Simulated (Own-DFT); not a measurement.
# Response to strain: wurtzite GaN, 72 atoms (Ga36N36)

These are calculations, not measurements. They come from Own-DFT, an in-house plane-wave density functional program, since retired, whose code no person has reviewed. Each row is one single-point run on a periodic cell that was not relaxed, without spin or spin-orbit coupling.

Settings of every run: PBE; PseudoDojo norm-conserving scalar-relativistic files (stringent for Ga); cutoff 96 hartree; 4 x 4 x 3 k mesh centred on Gamma; Gaussian smearing of 0.01 eV.

Known limits: forces not confirmed at this smearing and k mesh; stress not checked against mesh or cutoff.

Unstrained cell vectors in Å: (9.567, 0.000, 0.000); (-4.784, 8.285, 0.000); (0.000, 0.000, 10.370). The unstrained cell has measured lattice constants (interpolated for alloys), not those of this functional. That, the random moves and any unrelaxed bonds set the pressure at no strain. Each run strains this cell uniformly, with the atoms carried along. Every atom was also moved at random, by a Gaussian of width 0.05 Å on each axis. Strain is the symmetric tensor, in per cent. Stress is positive in tension, and the pressure is minus a third of its trace.

```
run,e_xx (%),e_yy (%),e_zz (%),e_yz (%),e_xz (%),e_xy (%),s_xx (GPa),s_yy (GPa),s_zz (GPa),s_yz (GPa),s_xz (GPa),s_xy (GPa),P (GPa),E (meV/atom)
1,-0.83,-1.99,-1.83,-0.05,-0.25,-1.44,-16.19,-18.25,-17.50,-0.90,-0.73,-5.73,17.32,38.6
2,0.76,-0.59,-0.30,-0.07,-0.52,1.00,-5.65,-8.32,-7.36,0.42,-1.09,1.37,7.11,0.0
3,0.18,1.05,-0.30,1.05,-1.33,-0.40,-4.69,-2.84,-8.83,1.35,-2.66,-2.01,5.46,1.9
4,-1.09,-1.56,1.74,0.51,-1.16,1.83,-14.57,-13.24,-1.23,1.53,-3.36,7.30,9.68,25.0
5,-1.74,-1.63,-0.87,0.85,-0.95,-1.81,-15.58,-17.46,-17.20,3.02,-2.41,-4.58,16.75,43.1
6,-1.28,-1.37,-1.55,-1.82,-1.78,1.89,-16.65,-17.47,-15.91,-3.21,-4.56,6.66,16.68,54.2
7,-1.64,-0.96,1.91,-0.05,1.47,-1.61,-13.84,-11.48,-1.22,0.30,3.47,-4.64,8.85,14.1
8,1.70,-0.30,-1.51,1.83,-1.88,-0.09,-3.83,-6.32,-12.02,4.20,-2.96,-0.66,7.39,18.5
9,0.60,0.81,-1.89,1.40,0.36,1.28,-5.81,-5.81,-12.96,3.44,0.20,4.95,8.19,10.8
10,1.18,0.14,-0.81,0.13,-1.57,1.64,-4.30,-3.00,-12.88,0.63,-4.16,5.72,6.73,18.9
11,1.13,-1.21,-0.74,-1.07,0.83,1.53,-4.17,-10.47,-12.07,-1.76,2.04,3.51,8.90,11.1
12,1.11,-1.08,-1.32,1.56,0.87,0.10,-3.98,-11.07,-13.85,2.34,1.69,0.59,9.63,13.4
13,-0.24,-0.10,0.25,1.19,0.51,1.78,-8.44,-6.36,-7.73,1.03,1.54,3.66,7.51,15.2
14,-0.41,0.83,-1.00,-1.76,0.07,-0.30,-8.75,-4.55,-11.84,-3.56,-0.13,-0.74,8.38,7.4
15,-1.55,0.51,0.92,1.35,-1.42,-0.57,-13.65,-5.06,-4.85,3.38,-4.12,-0.46,7.85,19.4
16,-0.94,0.76,0.09,-0.04,1.92,0.28,-9.71,-4.44,-8.04,0.21,3.90,-0.32,7.40,5.1
17,-1.28,-0.25,0.18,-0.01,-1.11,-1.05,?,?,?,?,?,?,?,?
```

E is the free energy for each atom above the lowest run shown.

## Worked fit

Each stress component was fitted by least squares to a constant and the strains of the runs shown, as fractions, with shears doubled. Shear strains stay in the fit of a normal stress only where such slopes are resolved. The slopes, in GPa:

| stress | at no strain | per e_xx | per e_yy | per e_zz | scatter |
|---|---|---|---|---|---|
| s_xx | -7.7 | 399 ± 33 | 139 ± 33 | 64 ± 31 | 1.24 |
| s_yy | -6.4 | 188 ± 23 | 428 ± 23 | 137 ± 22 | 0.86 |
| s_zz | -7.9 | 95 ± 40 | 78 ± 40 | 439 ± 38 | 1.51 |

Each shear stress against twice its own strain: yz 96 ± 11, xz 112 ± 6, xy 161 ± 15 GPa. These are stiffnesses along x, y and z of the frame in which the cell vectors are given, which need not be the crystal's axes. The atoms are held to the strained lattice; where symmetry lets them move under strain, relaxing them would lower some slopes. The table should be nearly symmetric about its diagonal, and what it lacks of that shows the noise. A ninth of its sum, 218 ± 4 GPa, estimates the bulk modulus near the mean pressure of these runs, 9.6 GPa, so it lies above the value at zero pressure.

## Withheld run

Question: what normal stresses and pressure should run 17 give?

The fit gives s_xx = -13.1, s_yy = -9.6, s_zz = -8.4 and P = 10.4 GPa. The calculation gave -12.15, -10.29, -7.09 and P = 9.84 GPa.
